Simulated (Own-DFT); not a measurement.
# Response to strain: diamond silicon, 64 atoms (Si64)

These are calculations, not measurements. They come from Own-DFT, an in-house plane-wave density functional program, since retired, whose code no person has reviewed. Each row is one single-point run on a periodic cell that was not relaxed, without spin or spin-orbit coupling.

Settings of every run: PBE; PseudoDojo norm-conserving scalar-relativistic files; cutoff 20 hartree; 3 x 3 x 3 k mesh centred on Gamma; Fermi-Dirac smearing of 0.1 eV.

Known limits: k mesh not checked against a denser one; stress not checked against mesh or cutoff.

Unstrained cell vectors in Å: (10.862, 0.000, 0.000); (0.000, 10.862, 0.000); (0.000, 0.000, 10.862). The unstrained cell has measured lattice constants (interpolated for alloys), not those of this functional. That, the random moves and any unrelaxed bonds set the pressure at no strain. Each run strains this cell uniformly, with the atoms carried along. Every atom was also moved at random, by a Gaussian of width 0.05 Å on each axis. Strain is the symmetric tensor, in per cent. Stress is positive in tension, and the pressure is minus a third of its trace.

| run | e_xx (%) | e_yy (%) | e_zz (%) | e_yz (%) | e_xz (%) | e_xy (%) | s_xx (GPa) | s_yy (GPa) | s_zz (GPa) | s_yz (GPa) | s_xz (GPa) | s_xy (GPa) | P (GPa) | E (meV/atom) |
|---|---|---|---|---|---|---|---|---|---|---|---|---|---|---|
| 1 | -1.26 | 1.99 | -1.46 | -0.81 | 0.57 | 1.12 | -4.20 | -1.05 | -4.41 | -2.10 | 1.33 | 2.29 | 3.22 | 6.4 |
| 2 | 1.85 | -1.28 | -0.34 | -1.04 | 0.85 | -0.61 | -0.73 | -3.73 | -2.97 | -2.62 | 1.84 | -1.05 | 2.47 | 14.1 |
| 3 | -1.33 | 0.30 | 1.24 | 1.04 | -0.20 | 0.41 | -3.62 | -2.32 | -1.39 | 3.09 | -0.89 | 0.40 | 2.44 | 9.0 |
| 4 | 1.48 | 1.95 | 1.79 | -0.37 | 0.37 | 1.83 | 1.57 | 2.07 | 1.87 | -0.08 | -0.25 | 3.36 | -1.84 | 15.6 |
| 5 | 1.75 | 0.76 | 1.03 | -1.79 | 1.48 | -0.47 | 1.04 | 0.03 | 0.24 | -4.06 | 2.54 | -0.36 | -0.43 | 10.5 |
| 6 | 0.64 | 1.91 | -0.54 | -1.27 | 0.18 | -1.91 | -1.05 | 0.18 | -1.94 | -2.62 | 0.50 | -4.28 | 0.94 | 17.4 |
| 7 | 1.70 | 1.29 | 0.94 | -0.54 | -1.53 | 0.82 | 1.23 | 1.03 | 0.66 | -0.44 | -2.67 | 1.81 | -0.97 | 0.0 |
| 8 | 1.30 | 0.66 | -0.01 | 0.57 | -1.33 | 0.51 | -0.21 | -0.95 | -1.61 | 1.34 | -2.51 | 1.31 | 0.92 | 16.9 |
| 9 | -1.63 | 0.67 | 0.50 | 0.08 | -0.52 | 1.09 | -4.34 | -2.43 | -2.48 | 1.40 | -0.75 | 2.75 | 3.08 | 14.4 |
| 10 | 0.79 | -0.53 | 0.10 | -0.47 | -0.29 | 1.20 | -1.84 | -2.94 | -2.31 | -1.27 | -1.40 | 2.16 | 2.36 | 16.1 |
| 11 | -0.22 | -0.72 | 1.25 | -0.20 | 0.27 | 1.88 | -2.73 | -2.95 | -1.05 | -0.91 | 1.49 | 3.46 | 2.24 | 9.4 |
| 12 | -0.10 | -0.23 | -0.73 | 1.12 | 1.13 | -1.53 | -3.53 | -3.60 | -4.05 | 2.28 | 2.52 | -3.90 | 3.73 | 12.9 |
| 13 | -0.52 | -1.28 | 1.69 | -0.97 | -1.60 | -1.55 | -3.24 | -3.87 | -1.09 | -1.39 | -3.10 | -3.29 | 2.73 | 14.7 |
| 14 | -1.85 | 1.99 | -0.30 | -1.34 | 0.77 | 0.71 | -4.69 | -1.04 | -3.41 | -2.38 | 2.05 | 1.92 | 3.04 | 35.3 |
| 15 | 0.04 | 1.25 | 0.48 | -0.54 | 1.30 | 1.90 | -2.01 | -0.65 | -1.51 | -2.75 | 3.31 | 4.38 | 1.39 | 34.2 |
| 16 | 1.40 | 1.44 | -1.11 | 0.19 | 1.93 | -0.07 | -0.11 | -0.12 | -2.43 | 0.06 | 3.23 | 0.11 | 0.89 | 5.4 |
| 17 | -1.42 | 0.69 | 0.04 | -0.82 | 0.34 | -0.20 | ? | ? | ? | ? | ? | ? | ? | ? |

E is the free energy for each atom above the lowest run shown.

## Worked fit

Each stress component was fitted by least squares to a constant and the strains of the runs shown, as fractions, with shears doubled. Shear strains stay in the fit of a normal stress only where such slopes are resolved. The slopes, in GPa:

```
stress,at no strain,per e_xx,per e_yy,per e_zz,scatter
s_xx,-2.7,152 ± 4,55 ± 4,55 ± 5,0.18
s_yy,-2.7,60 ± 3,149 ± 3,56 ± 4,0.14
s_zz,-2.7,60 ± 4,54 ± 4,150 ± 5,0.19
```

Each shear stress against twice its own strain: yz 115 ± 9, xz 96 ± 9, xy 107 ± 5 GPa. These are stiffnesses along x, y and z of the frame in which the cell vectors are given, which need not be the crystal's axes. The atoms are held to the strained lattice; where symmetry lets them move under strain, relaxing them would lower some slopes. The table should be nearly symmetric about its diagonal, and what it lacks of that shows the noise. A ninth of its sum, 88 ± 2 GPa, estimates the bulk modulus near the mean pressure of these runs, 1.6 GPa, so it lies above the value at zero pressure.

## Withheld run

Question: what normal stresses and pressure should run 17 give?

The fit gives s_xx = -4.4, s_yy = -2.4, s_zz = -3.1 and P = 3.3 GPa. The calculation gave -4.38, -2.39, -3.12 and P = 3.30 GPa.
